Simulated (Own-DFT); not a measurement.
# What a defect does to the pressure of its cell: C40 NbSi2

Calculated, not measured: single-point runs of Own-DFT, a retired in-house plane-wave DFT program that no person has reviewed, on unrelaxed cells, without spin or spin-orbit coupling.

All runs used: PBE; PseudoDojo norm-conserving scalar-relativistic files; cutoff 42 hartree; 4 x 4 x 5 k mesh centred on Gamma; cold (Marzari-Vanderbilt) smearing of 0.2 eV.

Known weak points: forces on such cells failed a check on a denser k mesh; stress not checked against mesh or cutoff.

All runs share one cell, with vectors in Å (0.000, 8.324, 0.000); (-9.613, 0.000, 0.000); (0.000, 0.000, 6.586) and a volume of 527.0 Å³. Atoms were moved at random from their sites; u is the rms move along one axis. The defect's site can differ from row to row.

```
cell,formula,u (Å),P (GPa)
no defect,Nb12Si24,0.0204,1.52
no defect,Nb12Si24,0.0217,1.56
no defect,Nb12Si24,0.0484,2.44
two Nb on a Si site each,Nb14Si22,0.0331,7.62
two Nb on a Si site each,Nb14Si22,0.0331,7.94
two Nb on a Si site each,Nb14Si22,0.0519,8.52
two Nb on a Si site each,Nb14Si22,0.0519,?
one Si vacancy,Nb12Si23,0.0301,0.91
one Si vacancy,Nb12Si23,0.0484,2.01
one Si vacancy,Nb12Si23,0.0499,2.12
two Si on a Nb site each,Nb10Si26,0.0309,1.67
two Si on a Nb site each,Nb10Si26,0.0499,2.37
two Si on a Nb site each,Nb10Si26,0.0529,2.32
```

## Worked fit

P = P0 + c u² + a shift for each defect gives P0 = 1.29 GPa, c = 508 ± 62 GPa/Å² and a scatter of 0.17 GPa. The shifts, and each times the cell's volume:

- two Nb on a Si site each: 5.91 ± 0.14 GPa, 19.4 eV (9.7 eV for each of its 2 sites)
- two Si on a Nb site each: -0.23 ± 0.15 GPa, -0.7 eV (-0.4 eV for each of its 2 sites) (not resolved)
- one Si vacancy: -0.58 ± 0.15 GPa, -1.9 eV

Positive is outwards. The product with the volume (160.2 GPa Å³ to the eV) is nearly free of the cell's size; divided by the bulk modulus at the cell's pressure it gives the volume that the defect adds. The atoms around the defects weren't relaxed, which would change these numbers.

## Check

Question: what pressure belongs in the blank (two Nb on a Si site each, u = 0.0519 Å)?

Estimate: 8.57 ± 0.21 GPa. Computed: 8.31 GPa.
